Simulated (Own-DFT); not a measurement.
# Computed records: Si$_{24}$O$_{47}$ (quartz with one neutral oxygen vacancy, atoms displaced)

Computed with Own-DFT development build. A calculation, not a measurement: plane-wave PBE and HSE06 DFT by an unreviewed code, no spin, of a simulated cell at Gamma alone, so results move with cell size and shape, stress positive in tension, energies less offsets, not probed for a lower state with spin; oxygen file: force components 24 meV/angstrom off all-electron in a glass; k mesh not checked against a denser one; forces and stress are PBE's, HSE06 gives the energy alone, and its difference from PBE has offsets of its own; offsets are fitted by least squares, one for each functional and potential file, so energies compare only between cells with the same atoms and settings and are not formation energies; the far tail of each file's local potential was reset to the Coulomb form; each entry is a single point on an unrelaxed cell, so the pressure reflects the starting lattice, mostly measured values (interpolated for alloys), from which strain is counted, and rises with the displacements; printed positions are rounded, which can move forces by about a meV/angstrom; the program, named Own-DFT, is a retired in-house code; no spin-orbit coupling.

Common to all runs: first functional PBE; second functional HSE06; exact exchange share 0.25; screening 0.11 1/bohr; exchange divergence Gygi-Baldereschi; potential files PseudoDojo norm-conserving, scalar-relativistic, made for PBE, standard set; wave cutoff 48 hartree; occupations fixed; k mesh 1 x 1 x 1 centred on Gamma.

(1) Si$_{24}$O$_{47}$ (quartz with one neutral oxygen vacancy, atoms displaced)

```xyz
71
Lattice="9.8268 0.0000 0.0000 -4.9134 8.5103 0.0000 0.0000 0.0000 10.8104" Properties=species:S:1:pos:R:3 Si24O47
Si     2.2908     0.0328     0.0355
Si    -1.1385     1.9903     3.6208
Si     1.3187     2.2300     1.7876
O      1.3853     1.1369     0.6140
O      2.7905     2.4671     2.4134
O      3.2306     0.5582     4.2368
O      0.3183     1.7212     2.9543
O      0.7450     3.6030     1.1989
Si     2.2756     0.0067     5.4514
Si     8.6323     1.9915     9.0189
Si     1.3343     2.2750     7.1991
O      1.3890     1.1283     5.9985
O      2.7634     2.5009     7.8693
O      3.2083     0.6977     9.6934
O     -1.0643     3.1242    10.1280
O      0.3243     1.7753     8.3826
O      0.7941     3.5866     6.5896
Si    -0.1575     4.2790     0.0467
Si    -3.6067     6.2563     3.6050
Si    -1.1654     6.5776     1.8127
O     -1.1076     5.3968     0.6206
O      0.2924     6.7948     2.4481
O      0.8346     4.8994     4.2717
O     -3.5589     7.3864     4.7661
O     -2.1631     6.0567     3.0037
O     -1.6867     7.8795     1.1530
Si    -0.1504     4.2656     5.4470
Si    -3.5736     6.2638     9.0168
Si    -1.0979     6.5263     7.1661
O     -1.1024     5.3994     6.0359
O      0.2978     6.7327     7.8261
O      0.7899     4.8924     9.6669
O     -3.5595     7.4502    10.1679
O     -2.1536     6.0064     8.4327
O     -1.6774     7.8507     6.5719
Si     7.1823     0.0356     0.0154
Si     3.7170     2.0091     3.5610
Si     6.1907     2.2651     1.7663
O      6.3464     1.1228     0.6419
O      7.6454     2.4609     2.4354
O      8.1583     0.5795     4.2907
O      3.7816     3.2190     4.7462
O      5.2233     1.8068     2.9843
O      5.7399     3.6569     1.1399
Si     2.2846     8.4466     5.4156
Si     3.8041     1.9628     8.9884
Si     6.2115     2.3024     7.2549
O      6.2251     1.1041     6.0543
O      7.6359     2.4422     7.8383
O      8.1615     0.6395     9.6258
O      3.8647     3.1264    10.1898
O      5.1692     1.7755     8.3694
O      5.6722     3.6613     6.5315
Si     4.7625     4.2405     0.0186
Si     1.3128     6.2367     3.6375
Si     3.7771     6.5295     1.8205
O      3.8142     5.3812     0.6369
O      5.2398     6.7456     2.4857
O      5.7227     4.9279     4.2496
O      1.3268     7.3167     4.7468
O      2.7435     5.9875     2.9682
O      3.2713     7.9268     1.1794
Si     4.7675     4.2110     5.4186
Si     1.3392     6.2730     9.0747
Si     3.7814     6.5466     7.1874
O      3.8472     5.3760     6.0692
O      5.1582     6.7653     7.8478
O      5.7118     4.8739     9.6489
O      1.3485     7.4084    10.1405
O      2.7999     5.9749     8.3461
O      3.2790     7.8882     6.5739
```

It finds PBE energy of cell above offsets -23.124 eV; HSE06 less PBE above offsets -0.643 eV; PBE pressure 7.53 GPa; PBE stress xx -8.55 GPa; PBE stress yy -8.65 GPa; PBE stress zz -5.37 GPa; PBE stress yz 0.63 GPa; PBE stress xz -0.87 GPa; PBE stress xy 2.05 GPa.

Force:
```csv
element,x (eV/Å),y (eV/Å),z (eV/Å)
Si,1.184,-1.427,-1.878
Si,-0.017,1.424,1.359
Si,-0.684,0.141,0.435
O,-1.642,1.891,1.268
O,-1.607,0.866,-1.948
O,0.645,1.656,-0.535
O,0.203,-0.394,-0.024
O,0.2,0.583,-0.065
Si,1.737,-2.325,-2.342
Si,2.898,0.996,-1.219
Si,-0.281,-2.918,1.186
O,-1.768,2.984,2.157
O,0.689,0.134,-0.264
O,0.182,-1.638,0.345
O,-0.156,0.924,1.005
O,-0.762,-0.105,-0.119
O,-1.011,2.861,-1.252
Si,0.312,-1.08,-1.58
Si,0.469,1.08,1.624
Si,0.436,-3.196,0.838
O,-0.791,1.66,1.449
O,0.729,-0.24,0.345
O,-1.242,-2.399,1.432
O,-0.218,0.057,0.381
O,1.901,-0.17,-1.224
O,-0.267,1.963,-0.45
Si,0.1,-2.62,-2.774
Si,-2.693,0.976,0.321
Si,-2.325,-1.284,2.509
O,-0.421,-0.352,-0.313
O,2.5,0.13,1.534
O,-0.085,-0.492,0.677
O,-0.548,-1.353,-0.753
O,2.86,0.226,-2.315
O,-0.475,1.68,-0.34
Si,4.026,-3.002,-1.652
Si,1.78,-1.133,3.853
Si,0.56,0.014,1.511
O,-2.992,2.838,1.252
O,0.904,0.072,0.452
O,0.388,0.614,-0.712
O,-1.548,-3.211,-2.155
O,-0.329,-0.262,-0.242
O,0.256,0.044,0.406
Si,-0.628,1.229,0.671
Si,-3.912,2.8,2.258
Si,-1.854,-1.647,-3.123
O,0.301,0.518,0.757
O,1.628,0.901,0.456
O,-1.427,-2.315,1.583
O,-0.938,-1.841,-1.2
O,3.893,-0.652,-1.422
O,2.43,-1.98,2.845
Si,0.672,1.666,-1.045
Si,-0.445,0.255,-3.181
Si,-0.174,-0.659,-0.152
O,-0.241,0.894,0.814
O,-1.719,0.782,-2.024
O,-1.101,-2.71,1.469
O,0.52,2.405,2.392
O,0.996,0.192,-0.601
O,-0.535,0.155,-0.616
Si,-0.341,4.115,-2.135
Si,0.368,-1.629,-3.709
Si,-1.098,-2.766,0.062
O,-0.242,0.214,-0.291
O,3.914,0.276,2.029
O,-0.131,-0.092,0.317
O,-0.013,1.488,1.569
O,-1.785,0.353,1.184
O,-1.235,1.84,-1.087
```

(2) Si$_{24}$O$_{47}$ (quartz with one neutral oxygen vacancy, atoms displaced)

```xyz
71
Lattice="9.8268 0.0000 0.0000 -4.9134 8.5103 0.0000 0.0000 0.0000 10.8104" Properties=species:S:1:pos:R:3 Si24O47
Si    -2.6089     8.4657     0.0250
Si     8.6653     1.9811     3.6279
Si     1.2704     2.2479     1.7588
O      1.4035     1.0949     0.7021
O      2.7619     2.4846     2.3972
O      3.2339     0.5826     4.2476
O     -1.0677     3.0993     4.7810
O      0.2959     1.7174     2.9022
O      0.8189     3.6470     1.1958
Si    -2.6436     8.4942     5.4398
Si    -1.1556     2.0580     8.9524
Si     1.2764     2.2232     7.1919
O      1.3813     1.1668     6.0763
O      2.7172     2.5167     7.8400
O      3.2525     0.6229     9.7159
O     -1.0712     3.0995    10.1835
O      0.3499     1.7494     8.4231
O      0.8021     3.6309     6.5824
Si    -0.1155     4.2977     0.0018
Si    -3.5383     6.2618     3.5737
Si    -1.1863     6.5047     1.8185
O     -1.0876     5.3460     0.6400
O      0.2505     6.7763     2.4391
O      0.7880     4.9585     4.2706
O     -3.5153     7.3888     4.7869
O     -2.1338     6.0562     2.9686
O     -1.7165     7.8738     1.1046
Si    -0.1588     4.3177     5.4178
Si     6.2127     6.2514     9.0331
Si    -1.1566     6.5373     7.2342
O     -1.0932     5.3905     6.0633
O      0.2984     6.7811     7.8631
O      0.8029     4.9440     9.6176
O     -3.5320     7.3684    10.1566
O     -2.1731     6.0030     8.3840
O     -1.6387     7.9408     6.6302
Si     2.3313     8.4817    10.7543
Si     3.7863     2.0052     3.6132
Si     6.1752     2.2676     1.7854
O      6.3465     1.1725     0.6155
O      7.6525     2.5049     2.4507
O      8.1579     0.6286     4.2255
O      3.8109     3.1366     4.6980
O      5.2168     1.7836     3.0257
O      5.6875     3.6300     1.1300
Si     2.3044     8.5048     5.3415
Si     3.7618     1.9643     9.0051
Si     6.2475     2.2296     7.1708
O      6.2877     1.0631     6.0941
O      7.6318     2.5143     7.8157
O      8.1860     0.6008     9.6133
O      3.8436     3.1350    10.1358
O      5.1934     1.8089     8.3913
O      5.6566     3.6627     6.5817
Si     4.7880     4.2548    10.8049
Si     1.3183     6.2529     3.6041
Si     3.7383     6.4602     1.7896
O      3.8670     5.3751     0.7046
O      5.2182     6.7417     2.4562
O      5.6985     4.8843     4.2308
O      1.4018     7.3056     4.7836
O      3.2889     7.9447     1.1436
Si     4.7932     4.2427     5.4143
Si     1.3245     6.2679     8.9839
Si     3.7055     6.5101     7.2022
O      3.8784     5.4046     6.0486
O      5.2722     6.7526     7.8444
O      5.7092     4.9089     9.6401
O      1.3541     7.3401    10.2160
O      2.7372     5.9954     8.3453
O      3.2278     7.8778     6.5822
```

The calculation gives: PBE energy of cell above offsets -23.786 eV; HSE06 less PBE above offsets -0.674 eV; PBE pressure 7.27 GPa; PBE stress xx -6.48 GPa; PBE stress yy -8.45 GPa; PBE stress zz -6.87 GPa; PBE stress yz -1.09 GPa; PBE stress xz 0.55 GPa; PBE stress xy 0.33 GPa.

Force:
```csv
element,x (eV/Å),y (eV/Å),z (eV/Å)
Si,-1.665,2.213,-2.208
Si,1.192,1.814,-2.619
Si,1.876,-0.305,1.594
O,-0.639,-0.653,-1.446
O,0.554,-0.159,0.74
O,0.132,0.558,0.163
O,0.27,0.841,0.511
O,-1.549,-0.076,1.562
O,-0.919,1.828,-1.557
Si,2.504,1.635,0.382
Si,0.513,-1.943,1.7
Si,0.612,2.132,2.09
O,-0.342,-2.186,-2.201
O,1.375,-0.446,0.863
O,0.254,-0.168,-0.642
O,0.401,0.926,0.042
O,-1.042,0.016,-0.146
O,-1.02,1.152,-0.972
Si,0.815,-2.006,-0.837
Si,-3.777,0.21,2.184
Si,1.409,0.619,-2.893
O,-1.252,1.883,1.337
O,1.227,0.054,0.809
O,-0.908,-2.685,0.846
O,-1.323,-2.161,-1.245
O,0.712,-1.2,0.604
O,2.621,-2.382,3.369
Si,1.326,-2.732,-0.011
Si,0.326,1.123,-1.351
Si,-0.507,-0.463,0.347
O,-1.126,1.482,0.767
O,0.177,0.313,-0.432
O,-1.145,-2.664,1.522
O,-0.653,0.129,0.57
O,1.347,-0.204,-0.467
O,-0.711,0.447,-0.749
Si,0.237,1.392,1.43
Si,-3.367,-1.351,-1.127
Si,1.465,-1.087,0.794
O,-0.478,-0.441,-0.281
O,-0.057,0.091,0.364
O,-0.395,-1.644,0.551
O,0.377,1.695,1.97
O,2.165,-0.425,-1.417
O,0.594,0.285,0.85
Si,0.684,-1.057,1.967
Si,-1.98,1.311,-0.014
Si,-3.549,0.952,0.77
O,-0.466,0.151,-0.817
O,2.189,0.614,0.541
O,0.148,0.921,-1.125
O,-0.258,0.173,0.261
O,2.472,-0.467,-1.69
O,1.721,-1.966,1.304
Si,-0.787,-0.147,-1.36
Si,2.402,1.298,-4.41
Si,-1.97,3.415,3.433
O,-0.253,-1.782,-2.204
O,-0.106,0.047,-0.114
O,0.659,0.151,-0.245
O,-0.149,1.365,0.883
O,0.434,-1.337,0.297
Si,-1.414,0.678,-1.746
Si,-0.789,1.548,0.596
Si,3.636,-0.244,0.314
O,-0.691,-0.03,-0.291
O,-2.579,0.187,-1.265
O,-0.827,-2.085,1.25
O,-0.137,-0.298,-0.655
O,0.743,-0.444,0.297
O,-0.739,1.591,-1.337
```

(3) Si$_{24}$O$_{47}$ (quartz with one neutral oxygen vacancy, atoms displaced)

```xyz
71
Lattice="9.8268 0.0000 0.0000 -4.9134 8.5103 0.0000 0.0000 0.0000 10.8104" Properties=species:S:1:pos:R:3 Si24O47
Si    -2.6099     8.4769     0.0104
Si     8.6552     1.9777     3.6220
Si     1.3074     2.1919     1.8388
O      1.3748     1.1298     0.6309
O      2.7803     2.4812     2.4373
O      3.2521     0.6486     4.2876
O     -1.0409     3.1392     4.7750
O      0.3032     1.7387     2.9692
O      0.7870     3.5919     1.1219
Si    -2.5367     8.4634     5.3739
Si     8.6624     1.9988     9.0171
Si     1.3371     2.2827     7.2168
O      1.3544     1.1290     6.0592
O      2.6627     2.4876     7.8191
O      3.2317     0.6079     9.6032
O     -1.0579     3.1404    10.1621
O      0.3467     1.7028     8.2981
O      0.8126     3.5901     6.5821
Si    -0.1900     4.1921     0.0200
Si     6.1913     6.2676     3.6284
Si    -1.1621     6.4756     1.7682
O     -1.0646     5.3318     0.6983
O      0.2864     6.7285     2.4274
O      0.7923     4.8510     4.2799
O     -3.5777     7.3696     4.8068
O     -2.2138     5.9880     2.9698
O     -1.6402     7.9244     1.1929
Si    -0.1230     4.2517     5.3862
Si     6.1832     6.2511     8.9578
Si    -1.1420     6.5339     7.2380
O     -1.0813     5.3535     6.0518
O      0.3302     6.7559     7.8467
O      0.8125     4.8950     9.6717
O     -3.5247     7.3482    10.1192
O     -2.1650     5.9940     8.3665
O     -1.6077     7.8570     6.5925
Si     7.2675     0.0175     0.0309
Si     3.7902     2.0449     3.6044
Si     6.2196     2.2539     1.8031
O      6.2930     1.1572     0.6690
O      7.6730     2.4863     2.4073
O      8.1792     0.6143     4.1934
O      3.7894     3.0810     4.7774
O      5.1939     1.7608     2.9453
Si     2.3494     8.4849     5.3867
Si     3.8249     1.9592     9.0059
Si     6.1926     2.2204     7.2110
O      6.2856     1.1106     6.0420
O      7.7079     2.5269     7.8706
O      8.1651     0.6393     9.6320
O      3.8354     3.1301    10.1246
O      5.1878     1.7488     8.4095
O      5.6869     3.6597     6.5121
Si     4.7622     4.2592    10.8102
Si     1.3314     6.2739     3.6402
Si     3.7336     6.5119     1.8180
O      3.8432     5.3598     0.6573
O      5.2283     6.7404     2.4132
O      5.7287     4.8573     4.2718
O      1.3574     7.3642     4.6903
O      2.7697     5.9934     2.9391
O      3.3114     7.8687     1.1324
Si     4.7849     4.2630     5.4078
Si     1.3006     6.2341     9.0328
Si     3.7946     6.5144     7.1774
O      3.8251     5.4065     6.0423
O      5.2210     6.7852     7.8234
O      5.6971     4.8621     9.7030
O      1.4005     7.4301    10.1226
O      2.7671     6.0193     8.3694
O      3.3099     7.8496     6.6064
```

Results for Si$_{24}$O$_{47}$ (quartz with one neutral oxygen vacancy, atoms displaced): PBE energy of cell above offsets -22.668 eV; HSE06 less PBE above offsets -0.618 eV; PBE pressure 7.59 GPa; PBE stress xx -7.58 GPa; PBE stress yy -8.05 GPa; PBE stress zz -7.14 GPa; PBE stress yz -0.82 GPa; PBE stress xz 0.52 GPa; PBE stress xy -1.1 GPa.

Force:
```csv
element,x (eV/Å),y (eV/Å),z (eV/Å)
Si,0.565,0.646,-1.091
Si,1.468,3.004,-1.011
Si,0.443,1.815,-1.443
O,-0.179,-0.548,-0.116
O,-0.485,0.2,-0.377
O,1.38,0.376,-1.72
O,-1.699,-2.35,-1.509
O,-0.865,-0.473,0.932
O,0.774,-0.982,1.319
Si,-2.504,1.874,3.129
Si,3.532,0.163,-1.204
Si,-4.003,-3.145,-2.923
O,1.317,-1.694,-1.263
O,8.751,0.444,4.378
O,-0.419,-1.13,1.063
O,-2.353,-2.603,-1.565
O,-3.585,-0.205,2.935
O,-1.593,3.266,-1.968
Si,3.636,2.758,-0.098
Si,-0.086,-0.258,-0.362
Si,-0.631,0.963,2.305
O,-1.006,-0.094,-0.866
O,1.048,-0.157,0.923
O,2.006,1.808,-2.158
O,0.023,-0.25,-0.174
O,1.718,0.261,-1.101
O,-0.187,-0.498,-0.344
Si,0.353,-0.283,3.347
Si,0.953,-1.05,1.246
Si,0.898,-3.385,-0.196
O,-0.35,1.287,0.931
O,-0.12,0.171,-0.059
O,-1.446,-1.877,1.505
O,-0.119,0.581,0.952
O,0.08,-0.247,0.064
O,-1.161,2.538,-1.799
Si,-1.022,-0.032,-1.186
Si,-1.502,-1.784,-0.116
Si,-2.162,3.379,-1.498
O,0.525,-1.834,-1.347
O,1.391,0.141,1.085
O,-1.24,-2.456,1.618
O,0.961,2.424,1.643
O,1.176,-0.54,0.328
Si,0.163,-0.382,1.002
Si,-6.607,2.085,0.666
Si,1.343,1.821,0.259
O,0.279,-0.439,-0.184
O,-2.814,0.141,-1.75
O,-0.392,-1.118,0.999
O,-0.521,-0.382,-0.219
O,4.878,-0.555,-2.871
O,1.999,-2.683,3.008
Si,1.064,-3.157,2.397
Si,-1.717,-3.926,-3.846
Si,2.195,-1.164,-1.191
O,-1.072,1.315,0.919
O,-0.343,0.183,0.311
O,0.018,0.179,-0.711
O,1.045,3.724,3.634
O,-1.191,-0.362,1.549
O,-0.36,1.195,-0.063
Si,-2.675,-0.147,-1.485
Si,1.211,1.223,-0.825
Si,-0.865,-2.501,2.627
O,0.102,-0.899,-1.051
O,0.399,0.06,-0.29
O,1.456,1.331,-2.112
O,-0.083,0.146,0.693
O,0.674,-0.029,-0.419
O,-2.465,4.118,-3.245
```
